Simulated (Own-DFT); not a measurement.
## Calculated data, Hf32O63 (monoclinic hafnia with one vacancy, atoms displaced)

A calculation, not a measurement: plane-wave PBE density functional theory by an unreviewed code, no spin, of a simulated periodic cell, stress positive in tension, free energy of the whole cell less one offset for each atom, defect cell not probed for a lower state with spin; hafnium file: forces about 75 meV/angstrom off all-electron values; oxygen file: force components 24 meV/angstrom off all-electron in one glass; forces on such cells passed a denser k mesh, this cell's mesh not checked; offsets are fitted by least squares, one for each functional and potential file, so energies compare only between cells with the same atoms and settings and are not formation energies; the far tail of each file's local potential was reset to the Coulomb form; each entry is a single point on an unrelaxed cell, so the pressure reflects the starting lattice, mostly measured values, from which strain is counted, and rises with the displacements; printed positions are rounded, which can move forces by about a meV/angstrom; the program is a retired in-house code; no spin-orbit coupling; before rounding, a Quantum ESPRESSO 7.3.1 run of the same cell and cutoff gave forces within 1 meV/angstrom rms on each cell, which checks the program and not the settings. Program: Own-DFT development build.

```cif
# cell vector a (Å): 10.2340 0.0000 0.0000
# cell vector b (Å): 0.0000 10.3500 0.0000
# cell vector c (Å): -1.6955 0.0000 10.4453
data_Hf32O63
_symmetry_space_group_name_H-M 'P 1'
_symmetry_Int_Tables_number 1
_cell_length_a 10.2340
_cell_length_b 10.3500
_cell_length_c 10.5820
_cell_angle_alpha 90.000
_cell_angle_beta 99.220
_cell_angle_gamma 90.000
_cell_volume 1106.39
loop_
_atom_site_label
_atom_site_type_symbol
_atom_site_fract_x
_atom_site_fract_y
_atom_site_fract_z
_atom_site_occupancy
Hf1 Hf 0.14315 0.01271 0.10551 1
Hf2 Hf 0.37416 0.28562 0.13945 1
Hf3 Hf 0.36729 0.47226 0.39659 1
Hf4 Hf 0.14861 0.23218 0.35504 1
O1 O 0.03487 0.15385 0.16267 1
O2 O 0.45850 0.40494 0.07711 1
O3 O 0.45683 0.33333 0.33989 1
O4 O 0.01824 0.08357 0.41735 1
O5 O 0.23595 0.38384 0.23204 1
O6 O 0.27708 0.14533 0.00916 1
O7 O 0.28220 0.12753 0.26602 1
O8 O 0.22130 0.36341 0.47709 1
Hf5 Hf 0.15136 0.01674 0.60169 1
Hf6 Hf 0.36983 0.25990 0.65502 1
Hf7 Hf 0.35554 0.47674 0.89501 1
Hf8 Hf 0.13561 0.22782 0.85111 1
O9 O 0.03444 0.16504 0.67627 1
O10 O 0.46571 0.40850 0.55995 1
O11 O 0.46578 0.34027 0.82369 1
O12 O 0.03214 0.07249 0.91980 1
O13 O 0.23313 0.38520 0.75248 1
O14 O 0.28352 0.11880 0.50678 1
O15 O 0.28441 0.11265 0.74853 1
O16 O 0.22373 0.36730 0.99066 1
Hf9 Hf 0.12281 0.52674 0.09117 1
Hf10 Hf 0.36800 0.77247 0.13374 1
Hf11 Hf 0.35827 0.97201 0.40316 1
Hf12 Hf 0.13224 0.71771 0.35779 1
O17 O 0.04607 0.65561 0.18092 1
O18 O 0.46859 0.91643 0.08104 1
O19 O 0.45034 0.83192 0.33881 1
O20 O 0.04115 0.58398 0.41150 1
O21 O 0.22279 0.87503 0.24952 1
O22 O 0.27877 0.63505 0.01356 1
O23 O 0.28223 0.61675 0.25479 1
O24 O 0.22203 0.86873 0.49125 1
Hf13 Hf 0.13615 0.52206 0.59626 1
Hf14 Hf 0.36563 0.77844 0.65080 1
Hf15 Hf 0.35903 0.98593 0.89777 1
Hf16 Hf 0.12976 0.72491 0.85093 1
O25 O 0.05063 0.65890 0.68028 1
O26 O 0.47777 0.90040 0.58861 1
O27 O 0.46016 0.84275 0.83582 1
O28 O 0.03082 0.58290 0.93150 1
O29 O 0.23684 0.87800 0.75315 1
O30 O 0.29331 0.63653 0.51630 1
O31 O 0.26425 0.62153 0.75430 1
O32 O 0.23933 0.88979 0.99338 1
Hf17 Hf 0.63878 0.02758 0.09915 1
Hf18 Hf 0.86424 0.27361 0.15337 1
Hf19 Hf 0.86360 0.46534 0.37748 1
Hf20 Hf 0.62942 0.22966 0.36767 1
O33 O 0.53853 0.16450 0.17802 1
O34 O 0.95740 0.40909 0.07474 1
O35 O 0.96672 0.32778 0.32570 1
O36 O 0.54309 0.10000 0.41251 1
O37 O 0.72471 0.37460 0.24978 1
O38 O 0.76785 0.13566 0.01652 1
O39 O 0.78162 0.10490 0.26619 1
O40 O 0.72273 0.37745 0.49614 1
Hf21 Hf 0.63626 0.02124 0.60309 1
Hf22 Hf 0.86403 0.28022 0.64869 1
Hf23 Hf 0.85627 0.47631 0.88815 1
Hf24 Hf 0.64120 0.23494 0.84700 1
O41 O 0.52050 0.17484 0.67311 1
O42 O 0.96453 0.42168 0.57637 1
O43 O 0.95632 0.33435 0.82649 1
O44 O 0.53827 0.10223 0.92109 1
O45 O 0.72051 0.38484 0.73045 1
O46 O 0.77266 0.11789 0.51004 1
O47 O 0.77316 0.11741 0.74134 1
O48 O 0.71889 0.36651 0.98665 1
Hf25 Hf 0.62672 0.52514 0.09885 1
Hf26 Hf 0.85263 0.76829 0.14298 1
Hf27 Hf 0.84890 0.97941 0.39501 1
Hf28 Hf 0.63838 0.73799 0.36068 1
O49 O 0.53351 0.66971 0.17365 1
O50 O 0.95929 0.91835 0.08735 1
O51 O 0.94976 0.82320 0.32831 1
O52 O 0.52716 0.59566 0.41100 1
O53 O 0.71933 0.88087 0.23505 1
O54 O 0.76467 0.63653 0.01038 1
O55 O 0.76658 0.62441 0.25372 1
O56 O 0.73326 0.87825 0.50352 1
Hf29 Hf 0.62917 0.52338 0.59588 1
Hf30 Hf 0.86505 0.79116 0.65196 1
Hf31 Hf 0.85504 0.97315 0.88690 1
Hf32 Hf 0.63719 0.73525 0.85986 1
O57 O 0.54659 0.67238 0.68419 1
O58 O 0.97267 0.91619 0.59314 1
O59 O 0.94207 0.83252 0.83257 1
O60 O 0.52687 0.58204 0.92553 1
O61 O 0.72120 0.88701 0.72354 1
O62 O 0.78276 0.63157 0.49792 1
O63 O 0.78226 0.60400 0.75277 1
_calc_functional 'PBE'
_calc_potential_files 'PseudoDojo norm-conserving, scalar-relativistic, standard set'
_calc_wave_cutoff 72  # hartree
_calc_occupations 'Fermi-Dirac'
_calc_smearing_width 0.1  # eV
_calc_k_mesh '2 x 2 x 2 centred on Gamma'
_calc_free_energy_of_cell_above_offsets '-80.415'  # eV
_calc_pressure 9.59  # GPa
_calc_stress_xx -9.25  # GPa
_calc_stress_yy -11  # GPa
_calc_stress_zz -8.53  # GPa
_calc_stress_yz 0.75  # GPa
_calc_stress_xz 0.59  # GPa
_calc_stress_xy -1.25  # GPa
```

Force:
```tsv
element	x (eV/Å)	y (eV/Å)	z (eV/Å)
Hf	-1.143	1.618	1.327
Hf	-7.092	-8.413	4.582
Hf	-2.929	3.849	-2.252
Hf	-0.475	-2.971	-2.572
O	-0.744	1.95	0.945
O	6.546	7.733	-3.41
O	2.869	-2.236	-1.976
O	2.515	0.553	1.259
O	-1.575	-0.544	0.294
O	0.014	-1.718	-1.021
O	-0.262	-1.521	0.036
O	-0.099	1.497	2.43
Hf	-2.854	0.561	-0.544
Hf	-4.758	4.373	-2.189
Hf	-0.707	0.789	-0.377
Hf	-0.344	-0.59	1.172
O	0.707	0.205	-0.317
O	0.472	-0.096	3.009
O	0.741	-0.051	0.391
O	0.697	0.699	-0.553
O	-1.478	-1.112	-2.162
O	-0.785	0.945	1.026
O	-1.025	0.753	0.949
O	-0.486	1.427	-1.15
Hf	3.984	-3.146	4.512
Hf	-2.127	-0.464	3.694
Hf	-0.332	1.131	-2.867
Hf	3.795	4.229	-2.174
O	-3.126	2.042	-0.67
O	1.308	1.219	-0.765
O	2.858	-0.865	-0.666
O	-2.629	-4.118	2.256
O	-0.098	0.805	-1.397
O	-0.906	-0.427	-2.205
O	-0.492	0.601	0.472
O	-0.099	0.471	1.24
Hf	1.644	-0.786	0.512
Hf	-1.059	-3.096	0.578
Hf	1.333	1.337	0.688
Hf	1.946	0.552	0.368
O	-3.362	2.012	-0.48
O	0.35	2.645	-1.807
O	2.502	-1.423	0.211
O	-0.915	1.488	-3.347
O	-1.989	0.249	-1.379
O	-1.545	-0.977	-0.195
O	1.643	-0.303	1.817
O	-2.167	-2.311	-0.384
Hf	-0.206	0.28	1.566
Hf	-0.09	-3.37	-1.683
Hf	-2.159	3.927	3.43
Hf	4.863	4.73	-3.344
O	0.25	0.541	-0.136
O	0.512	1.089	-0.145
O	1.18	-0.341	0.107
O	-6.072	-7.846	3.703
O	-0.18	0.428	-1.826
O	1.384	-0.326	-1.265
O	-1.052	2.744	-1.683
O	0.749	-0.794	-0.839
Hf	0.523	1.462	-0.812
Hf	-0.071	-1.58	-1.902
Hf	-1.422	0.129	0.989
Hf	0.163	-0.038	1.319
O	5.876	-4.03	-0.205
O	0.484	-0.166	-0.543
O	1.174	-0.524	0.266
O	-1.376	-1.53	-0.033
O	-0.425	-1.422	0.951
O	0.29	2.124	0.668
O	-0.725	0.89	2.166
O	0.034	1.52	0.053
Hf	1.023	-0.173	1.225
Hf	1.384	1.487	1.746
Hf	3.158	-0.242	-0.223
Hf	0.34	-1.038	-0.618
O	0.467	-0.356	-0.466
O	-0.168	-0.934	-1.179
O	0.825	-0.257	0.562
O	0.793	-0.824	1.548
O	-0.746	-0.936	-0.377
O	0.112	-0.527	-0.956
O	0.498	-1.306	-0.069
O	-1.764	-0.893	-1.648
Hf	1.509	0.931	-0.412
Hf	-0.616	-4.959	-2.807
Hf	-0.98	3.99	2.91
Hf	-0.671	-0.836	-0.778
O	-0.805	-0.15	-0.44
O	1.569	0.926	-0.422
O	3.503	-3.124	0.29
O	0.648	0.954	-0.146
O	-0.88	-1.149	3.218
O	-0.968	0.603	0.828
O	-0.254	2.348	0.504
```
